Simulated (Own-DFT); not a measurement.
# Response to strain: C40 NbSi2, 36 atoms (Nb12Si24)

Source: density functional calculations with Own-DFT, an unreviewed in-house program that is no longer used. Nothing was measured or relaxed, and spin and spin-orbit coupling are left out.

Method: PBE; PseudoDojo norm-conserving scalar-relativistic files; cutoff 42 hartree; 4 x 4 x 5 k mesh centred on Gamma; cold (Marzari-Vanderbilt) smearing of 0.2 eV.

Known weak points: forces on such cells failed a check on a denser k mesh; stress not checked against mesh or cutoff.

Unstrained cell vectors in Å: (0.000, 8.324, 0.000); (-9.613, 0.000, 0.000); (0.000, 0.000, 6.586). The unstrained cell was taken from the Materials Project. The random moves and any unrelaxed bonds add to the pressure at no strain. In each run the cell takes a homogeneous strain; fractional positions stay. All atoms carry random offsets, Gaussian with a width of 0.05 Å per axis. Stress is counted positive in tension, P = -(s_xx + s_yy + s_zz)/3, and strain components are those of the symmetric tensor.

| run | e_xx (%) | e_yy (%) | e_zz (%) | e_yz (%) | e_xz (%) | e_xy (%) | s_xx (GPa) | s_yy (GPa) | s_zz (GPa) | s_yz (GPa) | s_xz (GPa) | s_xy (GPa) | P (GPa) | E (meV/atom) |
|---|---|---|---|---|---|---|---|---|---|---|---|---|---|---|
| 1 | -1.15 | 0.71 | -0.33 | 0.47 | -0.39 | 1.96 | -6.88 | -1.06 | -5.09 | 2.01 | -0.87 | 6.29 | 4.35 | 6.6 |
| 2 | 0.21 | -0.59 | 0.26 | 0.10 | 1.81 | -1.04 | -3.08 | -4.38 | -3.53 | 0.46 | 5.96 | -3.32 | 3.66 | 23.2 |
| 3 | -1.16 | -0.72 | 1.60 | -0.23 | -0.71 | -0.19 | -6.23 | -4.79 | 1.76 | -0.76 | -1.57 | -0.69 | 3.08 | 6.3 |
| 4 | 1.36 | -0.22 | 1.63 | 0.06 | 1.71 | -0.56 | 2.89 | -0.89 | 4.54 | -0.31 | 4.57 | -1.83 | -2.18 | 1.2 |
| 5 | 0.90 | 1.43 | 0.26 | 0.58 | 0.09 | 0.69 | 1.19 | 3.73 | -0.60 | 2.10 | 0.28 | 2.02 | -1.44 | 0.0 |
| 6 | 0.57 | 1.98 | -0.47 | -0.09 | -0.62 | 1.74 | 0.43 | 4.28 | -3.86 | -0.19 | -1.86 | 4.77 | -0.28 | 5.6 |
| 7 | -1.92 | 1.34 | 0.01 | 0.05 | 0.56 | 1.02 | -8.98 | 1.34 | -3.67 | 0.20 | 1.25 | 3.17 | 3.77 | 2.7 |
| 8 | -1.45 | -1.33 | -0.98 | -1.44 | 0.60 | -1.25 | -10.01 | -10.37 | -12.14 | -6.17 | 1.12 | -3.80 | 10.84 | 42.8 |
| 9 | 1.66 | 1.18 | 0.07 | 0.21 | 1.00 | 0.66 | 3.95 | 2.78 | -1.58 | 0.99 | 3.30 | 1.88 | -1.71 | 6.2 |
| 10 | 1.19 | -1.34 | 0.24 | 0.03 | -0.02 | -1.57 | 1.30 | -6.06 | -2.89 | -0.49 | -0.24 | -4.39 | 2.55 | 1.5 |
| 11 | 0.50 | 0.02 | -0.72 | -0.46 | 0.26 | -1.61 | -1.73 | -2.69 | -7.21 | -1.61 | 0.43 | -4.80 | 3.88 | 14.9 |
| 12 | -0.85 | -1.98 | -1.12 | -0.57 | -1.72 | 1.62 | -9.37 | -12.33 | -13.43 | -2.09 | -6.50 | 4.75 | 11.71 | 56.3 |
| 13 | -0.10 | 0.74 | 1.82 | -0.82 | -1.38 | -0.18 | -1.84 | 1.31 | 4.46 | -2.83 | -3.86 | -0.94 | -1.31 | 15.2 |
| 14 | -0.35 | 1.05 | -1.75 | 0.07 | -1.25 | -0.19 | -4.58 | 0.30 | -12.15 | -0.13 | -4.39 | -0.26 | 5.48 | 12.8 |
| 15 | -0.20 | 0.65 | -1.52 | 0.54 | 1.30 | -0.16 | ? | ? | ? | ? | ? | ? | ? | ? |

E is the free energy for each atom above the lowest run shown.

## What the rows give

Regress every stress component on the fractional strains (shears doubled) of the visible runs, with a constant. Shear strains stay in the fit of a normal stress only where such slopes are resolved. The slopes, in GPa:

```
stress  at no strain  per e_xx  per e_yy  per e_zz  scatter
  s_xx          -3.1  367 ± 12   79 ± 11   76 ± 13     0.47
  s_yy          -2.5    57 ± 6   382 ± 6    85 ± 6     0.22
  s_zz          -4.2   68 ± 13  106 ± 12  487 ± 12     0.47
```

Also, s_yy gains 47 ± 8 per 2 e_yz; s_yy gains -7 ± 3 per 2 e_xz; s_yy gains -18 ± 4 per 2 e_xy; s_zz gains 38 ± 15 per 2 e_yz.

The slope of each shear stress on twice its own strain, from a fit on all six strains: yz 189 ± 13, xz 150 ± 8, xy 144 ± 3 GPa. These are stiffnesses along x, y and z of the frame in which the cell vectors are given, which need not be the crystal's axes. These are clamped-ion slopes: internal relaxation, where symmetry allows it, would soften some. Symmetry asks for nearly equal slopes across the diagonal; the mismatch is a measure of noise. A ninth of the table's sum, 190 ± 6 GPa, estimates the bulk modulus near the mean pressure of these runs, 3.0 GPa, so it lies above the value at zero pressure.

## Test on the hidden row

Q: what normal stresses and pressure should run 15 give?

The fit gives s_xx = -4.4, s_yy = -1.0, s_zz = -10.6 and P = 5.4 GPa. The hidden result is -3.82, -1.53, -11.42 and P = 5.59 GPa.
